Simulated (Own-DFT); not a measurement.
Simulation results for SiC (2H silicon carbide, strained, atoms displaced)

All values are calculated (Own-DFT development build). A calculation, not a measurement: plane-wave PBE density functional theory by an unreviewed code, no spin, of a simulated periodic cell, stress positive in tension, free energy of the whole cell less one offset for each atom, forces on such cells passed a denser k mesh, this cell's mesh not checked; offsets are fitted by least squares, one for each functional and potential file, so energies compare only between cells with the same atoms and settings and are not formation energies; the far tail of each file's local potential was reset to the Coulomb form; each entry is a single point on an unrelaxed cell, so the pressure reflects the starting lattice, mostly measured values (interpolated for alloys), from which strain is counted, and rises with the displacements; printed positions are rounded, which can move forces by about a meV/angstrom; the program, named Own-DFT, is a retired in-house code; no spin-orbit coupling.

Settings shared by all entries: functional PBE; potential files PseudoDojo norm-conserving, scalar-relativistic, standard set; wave cutoff 42 hartree; occupations Fermi-Dirac; smearing width 0.1 eV; hardware one NVIDIA H100; k mesh 4 x 4 x 3 centred on Gamma.

(1) 
```xyz
72
Lattice="9.1466 -0.1632 0.0429 -4.7146 8.1887 0.0040 0.0467 0.0320 10.0775" Properties=species:S:1:pos:R:3:force_x:R:1:force_y:R:1:force_z:R:1 formula=SiC free_energy_of_cell_above_offsets=-4.691 pressure=5.25 stress_xx=-8.73 stress_yy=1.04 stress_zz=-8.07 stress_yz=0.46 stress_xz=0.36 stress_xy=-6.82 wall_time=347.3
Si     4.4246     7.9199     0.0505      2.127      2.824      0.273
Si    -0.1399     1.8369     2.5160      1.889     -0.385     -0.533
C      0.0258     0.0442     1.8801     -0.214     -0.354      0.015
C      0.0499     1.7342     4.3737     -2.981      1.256       0.46
Si     4.3840     8.0325     5.0745      2.253     -0.212     -0.028
Si    -0.0083     1.7999     7.6373      0.751     -0.429     -2.063
C      4.4581     7.9639     6.9937     -1.031        1.7     -1.033
C      0.0762     1.7511     9.4014      -1.25      0.818      2.897
Si     7.4522     2.5781     0.1168      3.328      0.902     -2.687
Si    -1.5697     4.6208     2.5002      -0.62     -0.837      0.284
C     -1.5808     2.7981     1.8398     -0.894     -0.123      2.209
C     -1.6726     4.5645     4.3651      1.636     -0.055      1.473
Si     7.5329     2.6262     5.1377      1.184      -0.42     -1.347
Si    -1.5229     4.6583     7.5184     -0.557     -2.663      0.934
C     -1.4463     2.7242     6.9589     -2.302      1.269      0.087
C     -1.6031     4.6160     9.4200      1.548      -0.93      0.621
Si     6.0640     5.2894    10.1208     -0.793      1.772       0.42
Si    -3.1249     7.3042     2.5263     -0.894      0.576     -0.705
C     -3.0998     5.5593     1.9624     -0.322     -1.239     -1.672
C     -3.1071     7.2537     4.3311     -1.351      0.139      2.666
Si     5.9660     5.3456     5.1422      1.106      -0.18      -2.02
Si    -3.2779     7.2130     7.5297       4.05      1.804      1.277
C     -3.0665     5.4863     6.9630     -0.538      0.061     -1.012
C     -3.0954     7.3321     9.4534     -0.652     -1.657     -0.096
Si     3.0660    -0.0166     0.0846     -0.372     -0.225     -2.521
Si     2.9380     1.8019     2.5106      1.037     -0.312       0.96
C      3.0309     0.0475     1.8708      1.461     -1.421      1.245
C      2.9810     1.7753     4.3983       0.26       -0.1      1.025
Si    -1.6059     8.1493     5.0227      0.079      0.254      0.213
Si     2.9860     1.8287     7.6073      0.957     -1.397     -0.993
C     -1.5253     8.1460     6.9184     -2.113       0.44      0.838
C      3.0790     1.8141     9.4892     -1.946     -1.544     -0.851
Si     1.5150     2.7059     0.0558     -1.068     -0.867     -1.219
Si     1.4852     4.4989     2.5639     -1.185     -1.451     -0.818
C      1.4615     2.6733     1.8737     -0.882      1.211      1.189
C      1.4845     4.5067     4.3777     -0.432     -1.178      1.601
Si     1.4067     2.6614     5.0999      2.206      0.565      -2.33
Si     1.4102     4.5702     7.5802      0.961     -2.128      0.399
C      1.4879     2.7098     6.8722     -0.181       0.38      2.865
C      1.5659     4.4914     9.5185     -1.551      1.043     -0.994
Si    -0.0620     5.4354     0.0309      0.149     -1.196     -0.704
Si    -0.0425     7.1359     2.4655     -1.286      3.595      2.507
C      0.0115     5.4787     1.8955     -1.133     -2.139     -0.368
C     -0.0353     7.2395     4.4591     -0.656      -0.76     -1.505
Si    -0.0037     5.3826     5.0049     -1.635      1.377     -0.777
Si    -0.0617     7.1774     7.6189     -0.734      1.086     -2.293
C     -0.0575     5.4368     6.8476      0.754      0.504      1.468
C     -0.0446     7.2109     9.4307     -0.714      0.435      1.777
Si     1.3564     8.0717     0.0376      1.432      0.976     -0.446
Si     5.9731     1.6146     2.5225      0.587      4.521      1.119
C      6.1146     0.0040     1.9271      0.525      -3.59     -1.541
C      6.0133     1.8094     4.4014      1.156     -1.958      0.971
Si     6.1571    -0.0204     5.0798     -0.511     -0.367     -0.249
Si     6.0279     1.8098     7.6905      2.359     -1.745     -2.861
C      1.4476     8.0128     6.9603     -0.158      2.247      0.847
C      6.0741     1.8512     9.4505     -0.855     -2.734      1.915
Si     4.5059     2.6181    10.0604      1.595      2.457      2.032
Si     4.5119     4.5021     2.6354     -0.445     -1.235     -1.528
C      4.5037     2.5962     1.9320      0.051      1.542     -0.775
C      4.4829     4.3531     4.4729      0.036      2.231      0.953
Si     4.5400     2.6386     5.1077      -1.29      -0.72     -0.292
Si     4.5757     4.4620     7.5402     -1.652     -0.236      1.727
C      4.6005     2.6954     7.0260     -1.285     -0.279     -1.202
C      4.4742     4.4605     9.4920      2.342     -0.757     -0.618
Si     3.1061     5.4334    10.0719     -2.431     -1.322      1.933
Si     2.9503     7.2059     2.5470     -0.345     -0.258     -0.332
C      2.8752     5.4041     1.9881        3.5      0.753     -1.611
C      2.9271     7.2127     4.3851     -0.366     -0.987      1.246
Si     2.9900     5.3616     5.0858     -0.417      0.425     -0.218
Si     2.9275     7.1674     7.6450      0.449     -0.622     -0.886
C      2.9735     5.3465     7.0052      0.742      0.818     -0.901
C      3.0283     7.1380     9.5071     -2.469       1.03     -0.415
```

Units: free_energy_of_cell_above_offsets in eV; pressure, stress_xx, stress_yy, stress_zz, stress_yz, stress_xz, stress_xy in GPa; wall_time in s; force_x, force_y, force_z in eV/Å.

(2) 
```xyz
72
Lattice="9.0938 0.1044 -0.0539 -4.4565 8.0558 0.1177 -0.0587 0.1140 10.0000" Properties=species:S:1:pos:R:3:force_x:R:1:force_y:R:1:force_z:R:1 formula=SiC free_energy_of_cell_above_offsets=-4.968 pressure=8.11 stress_xx=-12.93 stress_yy=0.92 stress_zz=-12.34 stress_yz=4.69 stress_xz=-2.21 stress_xy=5.62 wall_time=342.6
Si     9.0572     0.1131     0.0073      0.113      0.317     -1.515
Si     0.0387     1.7505     2.5107     -1.225       1.09      -0.51
C      4.6081     8.1350     1.9953      -0.86      1.741     -2.028
C      0.0041     1.8264     4.3072     -0.482      0.076      3.386
Si     4.5592     8.1809     5.1270      1.206      0.634     -2.977
Si     0.0082     1.9026     7.4802      -0.09     -0.386      1.118
C      0.0288     0.0901     6.8326     -1.927      0.443      2.284
C     -0.0266     1.9574     9.3786      1.139     -1.866      0.191
Si    -1.4872     2.8390    10.0226     -1.224     -3.398      1.593
Si    -1.4083     4.5134     2.5819     -1.925     -1.171     -0.313
C      7.5677     2.7021     1.8560      1.334      1.695      0.093
C     -1.4970     4.5551     4.4659      1.958     -1.154      0.042
Si     7.5242     2.8210     4.9941      1.332      0.525     -0.584
Si    -1.4502     4.7092     7.5632      0.013     -3.722      1.248
C     -1.4786     2.7926     6.9867     -1.016      0.669     -1.813
C     -1.4559     4.4636     9.4840     -0.543        5.7     -1.543
Si    -3.0048     5.5050    10.0278     -0.193     -2.078      1.634
Si    -3.0298     7.2037     2.5078       3.06     -1.888      2.724
C      6.0765     5.4702     1.9433      1.251      0.591      -1.36
C     -3.0390     7.2239     4.5133      1.632     -0.649     -0.748
Si     6.1093     5.4399     4.9756     -1.535      2.743      0.674
Si    -3.0404     7.2131     7.6314      1.673      0.331     -1.273
C     -2.9892     5.4200     7.0217     -0.715      1.098     -1.488
C     -2.9787     7.2655     9.4586     -0.918      0.344       0.86
Si    -1.4921     8.1818    10.0866      0.574      1.602      -0.11
Si     3.0371     1.8127     2.5620      0.347      1.049     -3.054
C      3.0747     0.0614     1.8228     -1.924     -0.115      0.327
C      3.0320     1.7865     4.3327     -0.405      2.598      2.668
Si     3.0220     0.1128     4.9438     -1.053     -2.529      0.576
Si     2.8934     1.9478     7.4530      2.469     -0.066      1.542
C      3.0095     0.1262     6.8961     -2.007      0.642     -1.075
C      3.0036     1.9982     9.3990     -0.177     -1.531      -0.97
Si     1.5781     2.7321     0.0614     -0.927      0.202     -0.112
Si     1.5598     4.6022     2.6522      0.718     -1.134     -4.089
C      1.4608     2.7457     1.9318      2.001      0.368      0.232
C      1.5381     4.5343     4.3938      0.214      0.126      2.664
Si     1.5051     2.7940     5.0696     -0.388     -1.507     -2.649
Si     1.5182     4.6741     7.5070      1.988     -1.892      2.603
C      1.4545     2.9065     6.8682      0.305     -0.772      0.439
C      1.4929     4.5912     9.4141      0.723      1.355      0.142
Si     0.0706     5.4528     0.0718      0.325     -2.052      0.626
Si     0.1033     7.2504     2.5602     -0.704     -1.241     -0.019
C      0.0549     5.4214     2.0054      0.279      1.117     -1.187
C      0.0938     7.3000     4.3732      0.164     -0.947      2.939
Si     0.1017     5.4523     5.0980     -1.955      1.071     -1.131
Si    -0.0205     7.3271     7.6062      2.179     -0.894     -0.643
C      0.0855     5.4588     6.9788     -2.234      3.199     -1.453
C      0.0497     7.3117     9.4413     -1.359     -0.373     -0.061
Si     1.5221     8.1885     9.9952      1.008      1.572      1.915
Si     6.0486     1.8751     2.4639      1.621     -1.546     -0.021
C      1.5561     8.0748     1.9350      1.425      1.391     -0.772
C      6.0142     1.9844     4.3033      0.444     -1.564      2.134
Si     6.0563     0.1291     5.0870     -0.207      0.287     -6.031
Si     6.1064     1.9590     7.4469     -0.877     -0.046      1.594
C      1.5657     8.1823     6.9067     -0.039      0.545      4.089
C      6.0628     1.9667     9.4308     -0.185     -0.309     -2.046
Si     4.5197     2.8929     9.9873      0.687     -1.263      0.779
Si     4.5850     4.5214     2.5227      0.602      0.276      -0.98
C      4.6708     2.7530     1.8823     -3.972      0.939     -0.534
C      4.5337     4.6719     4.3161     -0.023     -2.146      2.735
Si     4.5012     2.7506     5.0725      0.352      1.443     -2.813
Si     4.6026     4.6081     7.5079     -0.903      0.059      0.804
C      4.5450     2.8695     6.8652     -0.559     -1.156       0.97
C      4.5350     4.6056     9.4108      0.703      1.885      -0.73
Si     3.0561     5.5905    10.0326     -0.776     -2.362      0.423
Si     3.1109     7.2963     2.5683     -0.925     -1.417     -0.256
C      3.1463     5.4863     1.9215     -1.633     -0.087      0.082
C      3.1245     7.2640     4.3978     -1.593      0.508      1.954
Si     3.0036     5.4848     5.0063      1.702      0.564       0.52
Si     3.0962     7.3083     7.5559      0.112     -0.053     -0.492
C      3.0442     5.5053     6.9561      0.763        0.7     -1.446
C      3.0286     7.2779     9.4041      1.062      1.819      0.223
```

Units: free_energy_of_cell_above_offsets in eV; pressure, stress_xx, stress_yy, stress_zz, stress_yz, stress_xz, stress_xy in GPa; wall_time in s; force_x, force_y, force_z in eV/Å.

(3) 
```xyz
72
Lattice="9.1851 -0.1515 -0.1498 -4.7238 8.0169 -0.0717 -0.1630 -0.1842 9.9537" Properties=species:S:1:pos:R:3:force_x:R:1:force_y:R:1:force_z:R:1 formula=SiC free_energy_of_cell_above_offsets=-4.005 pressure=11.94 stress_xx=-11.05 stress_yy=-10.41 stress_zz=-14.35 stress_yz=-5.57 stress_xz=-6.49 stress_xy=-7.08 wall_time=344.3
Si     9.0022    -0.3051     9.7807      0.611     -0.053     -1.119
Si    -0.0677     1.6895     2.3952     -0.151      1.859       0.83
C      9.1155    -0.1753     1.6926      0.485     -1.197      0.012
C     -0.0465     1.6548     4.3256     -2.352      1.212     -1.021
Si    -0.1057    -0.0376     4.9285      0.896     -0.925      2.396
Si    -0.1568     1.6684     7.3927      0.873     -1.071      0.188
C     -0.1257    -0.0933     6.9237       0.45     -1.472     -1.461
C     -0.1811     1.6399     9.2080     -0.593     -0.648      1.862
Si    -1.7382     2.4965     9.8966      0.396      1.016     -0.446
Si    -1.5467     4.4313     2.4105     -3.325     -1.671      1.116
C      7.5581     2.4999     1.6636      1.018     -0.224      0.127
C     -1.6405     4.3947     4.2921     -0.694     -0.767      0.019
Si    -1.6058     2.5909     4.9553     -0.999     -0.137     -0.933
Si    -1.6998     4.3184     7.4197      0.932     -0.065     -1.114
C     -1.6060     2.5378     6.8157     -1.883      0.873     -0.134
C     -1.7268     4.3678     9.2438     -2.387     -2.451      0.318
Si     5.8332     5.0495     9.6912      2.004      -0.12      1.395
Si    -3.2321     7.0991     2.4353      0.346     -0.568     -1.302
C     -3.1496     5.2792     1.8048      0.708      1.738     -0.236
C     -3.2952     7.0930     4.2642     -1.224     -2.227      0.323
Si     5.8840     5.0891     4.7800      2.993      1.511      -0.86
Si    -3.2408     6.9321     7.4165     -0.949      1.381     -2.451
C     -3.1410     5.2116     6.7214     -1.859     -0.188      2.151
C     -3.2794     6.9235     9.1781     -1.708      0.582      2.938
Si    -1.5956     7.9568    -0.1163     -0.401      0.295      0.225
Si     2.9795     1.6481     2.3337      0.004      1.773      1.438
C     -1.6184     7.9114     1.8085     -1.658      0.113     -1.439
C      2.8607     1.6233     4.2578      1.403      0.629      0.605
Si    -1.8039     7.8404     4.8324      2.156      1.792      1.012
Si     2.8982     1.6038     7.3889      1.384     -0.744      0.124
C      2.9985    -0.1556     6.8493     -0.967     -0.203     -1.503
C      2.9161     1.5713     9.2465      -2.06     -0.881      0.191
Si     1.3120     2.4578     9.8495      0.815     -0.099      0.692
Si     1.4822     4.4463     2.4182     -1.604     -2.392     -2.188
C      1.4275     2.6344     1.7671      0.677     -0.589        0.2
C      1.4601     4.3045     4.1926     -2.372     -0.874       1.93
Si     1.3455     2.5500     4.9640        2.7     -0.394     -2.453
Si     1.3311     4.1787     7.2767       0.23      3.485      2.202
C      1.4493     2.5082     6.7628     -1.539     -1.104      0.221
C      1.2949     4.2205     9.2856     -0.479     -0.834     -2.382
Si    -0.0799     5.2357    -0.0879      1.024      2.513      0.681
Si    -0.1248     7.0751     2.4092     -0.298     -1.746     -0.812
C     -0.1574     5.2082     1.7909      3.608      2.544     -0.628
C     -0.1645     6.9964     4.2405     -1.233     -1.155      0.382
Si    -0.0707     5.1664     4.8420     -1.376      1.567      0.414
Si    -0.2469     6.9145     7.2897      0.606      2.566      2.494
C     -0.1554     5.2901     6.7563      0.467     -4.934     -1.466
C     -0.2954     6.8696     9.2384      1.174     -0.112     -0.795
Si     6.1523    -0.0518    -0.0831     -2.174     -0.207      -0.53
Si     6.0247     1.7221     2.3030      0.763     -2.271      1.382
C      1.3634     7.8112     1.6696      0.147      2.187      0.575
C      5.9703     1.5536     4.2283      0.764      0.881       0.17
Si     1.3155     7.7803     4.8566      0.863      1.871     -0.333
Si     5.9113     1.4953     7.3212       2.93      0.194     -0.072
C      1.3560     7.7619     6.7430     -3.069      1.005     -1.978
C      5.9428     1.5080     9.1306     -0.829      0.062      1.828
Si     4.3535     2.4371     9.8202      1.987     -1.438      0.279
Si     4.5236     4.3864     2.2958     -0.459     -2.147      1.446
C      4.5644     2.5675     1.7011     -1.747      0.461      0.611
C      4.4431     4.2469     4.2939     -2.067      0.944     -2.345
Si     4.4794     2.5645     4.8942     -0.798     -3.066     -0.638
Si     4.4228     4.1799     7.3064      0.905      0.696     -0.185
C      4.4994     2.4194     6.7985     -1.844      0.796     -1.621
C      4.3686     4.1140     9.2194     -1.004      2.162     -2.003
Si     2.8054     5.0600     9.6871      0.563      0.939      2.293
Si     2.8267     6.9361     2.2891      1.613       0.67      0.531
C      2.9801     5.1847     1.7467      0.148      1.123     -1.557
C      2.8761     6.9495     4.2068     -1.439     -0.838     -0.838
Si     2.7966     5.1850     4.8854      3.809      0.652      -1.54
Si     2.7111     6.8753     7.3265      3.975     -0.676     -0.431
C      2.9255     5.0961     6.6455     -1.233      0.026      2.888
C      2.6776     6.8902     9.1491      2.352     -1.631      0.327
```

Units: free_energy_of_cell_above_offsets in eV; pressure, stress_xx, stress_yy, stress_zz, stress_yz, stress_xz, stress_xy in GPa; wall_time in s; force_x, force_y, force_z in eV/Å.
